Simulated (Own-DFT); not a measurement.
# Point defects and the pressure they add: C40 NbSi2

The numbers are computed, not measured, by runs of the plane-wave DFT program Own-DFT (in-house, retired, unreviewed) at fixed positions, with no spin and no spin-orbit coupling.

Method: PBE; PseudoDojo norm-conserving scalar-relativistic files; cutoff 42 hartree; 4 x 4 x 5 k mesh centred on Gamma; cold (Marzari-Vanderbilt) smearing of 0.2 eV.

Known weak points: forces on such cells failed a check on a denser k mesh; stress not checked against mesh or cutoff.

All runs share one cell, with vectors in Å (0.000, 8.324, 0.000); (-9.613, 0.000, 0.000); (0.000, 0.000, 6.586) and a volume of 527.0 Å³. Atoms were moved at random from their sites; u is the rms move along one axis. The defect's site can differ from row to row.

```
cell,formula,u (Å),P (GPa)
no defect,Nb12Si24,0.0223,1.57
no defect,Nb12Si24,0.0232,1.62
no defect,Nb12Si24,0.0506,2.69
two Nb on a Si site each,Nb14Si22,0.0283,7.24
two Nb on a Si site each,Nb14Si22,0.0316,?
two Nb on a Si site each,Nb14Si22,0.0433,8.12
two Nb on a Si site each,Nb14Si22,0.0489,8.09
one Si vacancy,Nb12Si23,0.0326,1.07
one Si vacancy,Nb12Si23,0.0440,1.42
one Si vacancy,Nb12Si23,0.0514,1.67
two Si on a Nb site each,Nb10Si26,0.0313,1.78
two Si on a Nb site each,Nb10Si26,0.0346,1.78
two Si on a Nb site each,Nb10Si26,0.0421,2.07
two Nb vacancies,Nb10Si24,0.0221,-0.27
two Nb vacancies,Nb10Si24,0.0476,0.73
two Nb vacancies,Nb10Si24,0.0477,0.47
```

## Analysis

P = P0 + c u² + a shift for each defect gives P0 = 1.36 GPa, c = 500 ± 43 GPa/Å² and a scatter of 0.12 GPa. The shifts, and each times the cell's volume:

- two Nb on a Si site each: 5.62 ± 0.10 GPa, 18.5 eV (9.2 eV for each of its 2 sites)
- two Si on a Nb site each: -0.14 ± 0.10 GPa, -0.5 eV (-0.2 eV for each of its 2 sites) (not resolved)
- one Si vacancy: -0.91 ± 0.10 GPa, -3.0 eV
- two Nb vacancies: -1.88 ± 0.10 GPa, -6.2 eV (-3.1 eV for each of its 2 sites)

Positive is outwards. The product with the volume (160.2 GPa Å³ to the eV) is nearly free of the cell's size; divided by the bulk modulus at the cell's pressure it gives the volume that the defect adds. The atoms around the defects weren't relaxed, which would change these numbers.

## The run left out

Asked: what pressure belongs in the blank (two Nb on a Si site each, u = 0.0316 Å)?

The fit gives 7.47 ± 0.14 GPa. The calculation gave 7.66 GPa.
